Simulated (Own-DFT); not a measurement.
# Computed records: Si$_{3}$N$_{4}$ (beta silicon nitride, atoms displaced)

A calculation, not a measurement: plane-wave PBE density functional theory by an unreviewed code, no spin, of a simulated periodic cell, stress positive in tension, free energy of the whole cell less one offset for each atom, forces on such cells passed a denser k mesh, this cell's mesh not checked; offsets are fitted by least squares, one for each functional and potential file, so energies compare only between cells with the same atoms and settings and are not formation energies; the far tail of each file's local potential was reset to the Coulomb form; each entry is a single point on an unrelaxed cell, so the pressure reflects the starting lattice, mostly measured values (interpolated for alloys), from which strain is counted, and rises with the displacements; printed positions are rounded, which can move forces by about a meV/angstrom; the program, named Own-DFT, is a retired in-house code; no spin-orbit coupling. Program: Own-DFT development build.

Settings shared by all entries: functional PBE; potential files PseudoDojo norm-conserving, scalar-relativistic, standard set; wave cutoff 42 hartree; occupations Fermi-Dirac; smearing width 0.1 eV; k mesh 3 x 3 x 3 centred on Gamma.

(1) Si$_{3}$N$_{4}$ (beta silicon nitride, atoms displaced)

```
Si3N4
1.0
      7.6060     0.0000     0.0000
     -3.8030     6.5870     0.0000
      0.0000     0.0000     8.7270
Si N Si N Si N
6 8 6 8 6 8
Direct
  0.16006 0.76958 0.08742
  0.22688 0.40967 0.08674
  0.59829 0.82547 0.08314
  0.82551 0.23398 0.25078
  0.76255 0.60228 0.24815
  0.40593 0.17202 0.24991
  0.32350 0.01837 0.07902
  0.96999 0.29646 0.07971
  0.70480 0.68473 0.07433
  0.66929 0.96584 0.25062
  0.04239 0.69827 0.24862
  0.30479 0.32531 0.25329
  0.33085 0.65482 0.07798
  0.66666 0.32891 0.26234
  0.17549 0.76810 0.40760
  0.23113 0.40975 0.41299
  0.60307 0.82235 0.41665
  0.83425 0.22813 0.59417
  0.76565 0.59876 0.58075
  0.40705 0.17478 0.58631
  0.33573 0.02947 0.41766
  0.97103 0.30820 0.41687
  0.69588 0.67700 0.41890
  0.68157 0.97005 0.57882
  0.04158 0.70812 0.58613
  0.28910 0.32708 0.59155
  0.33204 0.67152 0.41752
  0.66490 0.33935 0.57649
  0.17240 0.76862 0.75216
  0.22941 0.39583 0.75596
  0.61864 0.84310 0.74959
  0.83071 0.23091 0.92369
  0.76770 0.59607 0.91054
  0.39585 0.17826 0.91221
  0.33971 0.03818 0.75732
  0.97008 0.30509 0.75301
  0.68844 0.66860 0.75642
  0.67556 0.97477 0.91545
  0.03549 0.69930 0.91988
  0.29548 0.32930 0.91943
  0.32698 0.66469 0.74076
  0.67211 0.34893 0.91809
```

| Item | Value |
| --- | --- |
| free energy of cell above offsets | -3.634 eV |
| pressure | 7.93 GPa |
| stress xx | -6.16 GPa |
| stress yy | -7.85 GPa |
| stress zz | -9.76 GPa |
| stress yz | -1.34 GPa |
| stress xz | -1.19 GPa |
| stress xy | 3.87 GPa |

Force:
```csv
element,x (eV/Å),y (eV/Å),z (eV/Å)
Si,4.388,-0.47,-3.02
Si,2.008,-1.761,-0.039
Si,-3.483,0.615,-0.501
Si,0.582,-0.792,0.525
Si,1.637,-1.602,-0.424
Si,0.878,-1.18,-0.174
N,0.1,3.424,0.726
N,-0.057,0.06,2.812
N,2.974,-1.957,1.803
N,0.315,0.936,-0.287
N,-5.203,-2.027,1.01
N,-1.817,1.204,-0.829
N,-1.053,3.904,0.596
N,-1.134,2.229,-1.412
Si,0.925,1.109,4.021
Si,0.328,0.006,1.922
Si,-5.721,2.558,-0.368
Si,-2.368,1.499,-3.49
Si,1.918,-0.379,1.751
Si,-0.656,0.307,-0.518
N,-0.497,0.037,-0.058
N,0.17,-0.535,0.207
N,4.141,-2.747,-1.122
N,0.21,0.686,0.82
N,-3.253,-0.821,-1.815
N,1.62,-1.037,-2.566
N,2.4,-0.617,-0.568
N,1.469,-0.518,0.885
Si,2.161,0.499,0.212
Si,-1.614,3.673,-0.886
Si,-4.384,-2.365,-0.24
Si,-2.72,1.102,-2.403
Si,1.177,1.109,1.284
Si,2.841,0.276,2.738
N,-0.305,-1.769,-2.347
N,0.328,-0.467,1.738
N,2.084,-0.506,-2.412
N,-0.025,0.115,0.982
N,-2.376,-0.562,-0.98
N,-0.432,-0.106,1.15
N,2.155,0.683,0.922
N,0.285,-3.815,0.353
```

(2) Si$_{3}$N$_{4}$ (beta silicon nitride, atoms displaced)

```
Si3N4
1.0
      7.6060     0.0000     0.0000
     -3.8030     6.5870     0.0000
      0.0000     0.0000     8.7270
Si N Si N Si N
6 8 6 8 6 8
Direct
  0.16992 0.77352 0.08961
  0.23489 0.41183 0.08592
  0.60891 0.83470 0.08233
  0.82918 0.23228 0.24619
  0.78850 0.61263 0.24710
  0.40765 0.17522 0.24180
  0.33206 0.03861 0.07373
  0.96168 0.29119 0.09049
  0.71553 0.67477 0.07766
  0.67976 0.97620 0.23723
  0.02338 0.69543 0.25176
  0.29439 0.33709 0.25206
  0.32556 0.64893 0.08101
  0.67204 0.34431 0.25053
  0.16892 0.76832 0.40167
  0.23287 0.40663 0.42024
  0.59374 0.81857 0.42009
  0.82466 0.23026 0.58690
  0.76677 0.59476 0.59431
  0.41188 0.16646 0.58355
  0.32867 0.01940 0.42737
  0.96829 0.29306 0.42021
  0.68880 0.66501 0.42289
  0.66883 0.97366 0.58768
  0.02311 0.70956 0.58491
  0.29575 0.32453 0.58248
  0.33363 0.66261 0.40568
  0.66720 0.32672 0.58045
  0.17453 0.77633 0.75779
  0.23696 0.41152 0.74802
  0.60124 0.82857 0.75010
  0.82387 0.21741 0.91558
  0.77627 0.60642 0.91524
  0.39408 0.18040 0.91333
  0.33400 0.02957 0.74349
  0.96951 0.29750 0.74234
  0.70298 0.67202 0.74499
  0.67586 0.96144 0.91195
  0.01909 0.68377 0.91244
  0.29556 0.31934 0.91398
  0.32064 0.65845 0.75278
  0.66816 0.33818 0.91844
```

| Item | Value |
| --- | --- |
| free energy of cell above offsets | -2.339 eV |
| pressure | 9.14 GPa |
| stress xx | -7.52 GPa |
| stress yy | -10.19 GPa |
| stress zz | -9.72 GPa |
| stress yz | -0.91 GPa |
| stress xz | 0.58 GPa |
| stress xy | 0.21 GPa |

Force:
```csv
element,x (eV/Å),y (eV/Å),z (eV/Å)
Si,2.104,-1.218,-3.428
Si,-0.511,-4.831,-0.606
Si,-1.027,-3.28,-0.834
Si,-1.779,0.679,3.397
Si,-6.666,-4.37,1.565
Si,-0.146,2.089,2.758
N,-0.314,-2.857,2.026
N,2.589,1.325,-4.094
N,-1.932,1.693,1.847
N,-0.611,-1.359,3.438
N,3.473,2.099,-2.154
N,2.738,-2.216,-0.646
N,-0.979,7.541,-0.057
N,0.051,-0.849,-0.145
Si,2.337,-0.539,6.833
Si,-0.658,-0.767,-0.119
Si,-1.637,2.079,-0.829
Si,0.241,0.381,-1.792
Si,1.525,-2.033,-4.392
Si,-1.346,1.992,-0.55
N,-0.105,1.165,-4.544
N,-0.215,0.213,-0.89
N,2.664,-0.604,-1.301
N,-0.078,-1.7,-1.057
N,1.937,0.29,-0.629
N,1.346,-0.107,0.611
N,-1.573,1.409,0.456
N,-1.033,1.656,0.407
Si,0.15,-1.715,-3.04
Si,-0.682,-2.198,-0.345
Si,-2.077,-1.839,-1.538
Si,-1.207,3.43,-0.283
Si,-0.853,-3.771,-1.298
Si,6,-1.075,-1.915
N,-0.299,0.084,3.116
N,0.861,0.015,3.109
N,-1.702,0.712,3.428
N,-0.254,0.562,1.129
N,2.897,2.692,2.199
N,-4.743,3.417,0.618
N,1.748,3.069,-0.052
N,-0.231,-1.26,-0.398
```

(3) Si$_{3}$N$_{4}$ (beta silicon nitride, atoms displaced)

```
Si3N4
1.0
      7.6060     0.0000     0.0000
     -3.8030     6.5870     0.0000
      0.0000     0.0000     8.7270
Si N Si N Si N
6 8 6 8 6 8
Direct
  0.16670 0.76076 0.09000
  0.22653 0.39472 0.08149
  0.60944 0.82676 0.07796
  0.82147 0.23047 0.25274
  0.77482 0.59516 0.24174
  0.41462 0.17289 0.24296
  0.34177 0.03637 0.09032
  0.97472 0.29617 0.08490
  0.69727 0.66322 0.08530
  0.66979 0.98245 0.26690
  0.02682 0.69828 0.25303
  0.29928 0.33217 0.25622
  0.32899 0.65590 0.08345
  0.67285 0.33557 0.25384
  0.16846 0.75875 0.41651
  0.23611 0.40131 0.42107
  0.59531 0.82388 0.41872
  0.82222 0.23993 0.58935
  0.77030 0.59493 0.58746
  0.40334 0.16845 0.58994
  0.33518 0.04592 0.41372
  0.96636 0.30940 0.41691
  0.69888 0.67890 0.41443
  0.65962 0.95849 0.58656
  0.03102 0.70033 0.58347
  0.29719 0.33685 0.59142
  0.33036 0.66104 0.42314
  0.67401 0.34466 0.57018
  0.18139 0.75899 0.74396
  0.24574 0.41242 0.75172
  0.58227 0.81005 0.75042
  0.80541 0.22131 0.91733
  0.76002 0.60147 0.90747
  0.41008 0.17635 0.91494
  0.32766 0.02936 0.74682
  0.96386 0.29596 0.75399
  0.70201 0.68020 0.73994
  0.65805 0.96004 0.91432
  0.03654 0.70314 0.91824
  0.30134 0.33607 0.91480
  0.33998 0.66156 0.75037
  0.66303 0.33773 0.91466
```

| Quantity | Value |
| --- | --- |
| stress zz | — |
| pressure | — |

To be estimated
1. What stress zz does the calculation give for Si$_{3}$N$_{4}$ (beta silicon nitride, atoms displaced) (entry 3)?
2. What pressure does the calculation give for Si$_{3}$N$_{4}$ (beta silicon nitride, atoms displaced) (entry 3)?
3. Give the table of force values for Si$_{3}$N$_{4}$ (beta silicon nitride, atoms displaced) (entry 3).

Calculated values
1. -8.48 GPa
2. 7.98 GPa
3. 
Force:
```csv
element,x (eV/Å),y (eV/Å),z (eV/Å)
Si,2.537,0.897,-1.473
Si,0.303,1.561,1.998
Si,-4.088,-0.338,3.691
Si,2.084,1.601,0.254
Si,-1.662,-1.137,3.697
Si,-1.36,2.784,3.98
N,-0.598,-2.717,-4.075
N,-3.349,-1.857,-0.714
N,0.235,0.622,-2.362
N,0.273,-3.019,-3.919
N,0.536,0.572,-0.446
N,1.655,-1.143,-2.136
N,0.532,2.016,0.024
N,-1.156,1.013,-1.172
Si,1.399,2.076,0.317
Si,-2.48,0.448,-0.458
Si,-2.039,0.482,0.654
Si,2.009,-2.073,-1.631
Si,-0.419,1.158,-3.745
Si,-0.168,2.453,-3.589
N,-0.154,-3.254,1.184
N,1.351,0.05,1.306
N,3.467,-2.228,-0.146
N,-0.249,2.479,0.833
N,0.037,0.029,0.454
N,2.895,-2.005,-1.304
N,-0.151,0.885,-0.357
N,-2.09,-1.846,1.648
Si,-1.596,0.776,1.743
Si,-3.73,-2.087,0.636
Si,0.608,4.579,-1.532
Si,3.419,1.722,0.16
Si,3.068,-0.359,1.275
Si,-1.748,-1.078,0.772
N,0.468,-1.259,2.1
N,0.599,0.691,0.541
N,1.524,-1.481,2.437
N,0.26,0.7,-0.067
N,-1.7,-0.411,-1.125
N,2.27,-1.527,0.575
N,-2.873,-0.243,0.209
N,0.083,0.466,-0.238
```

Further results for Si$_{3}$N$_{4}$ (beta silicon nitride, atoms displaced) (entry 3):

| Property | Result |
| --- | --- |
| free energy of cell above offsets | -3.462 eV |
| stress xx | -8.52 GPa |
| stress yy | -6.95 GPa |
| stress yz | 0.27 GPa |
| stress xz | -0.27 GPa |
| stress xy | 2.13 GPa |
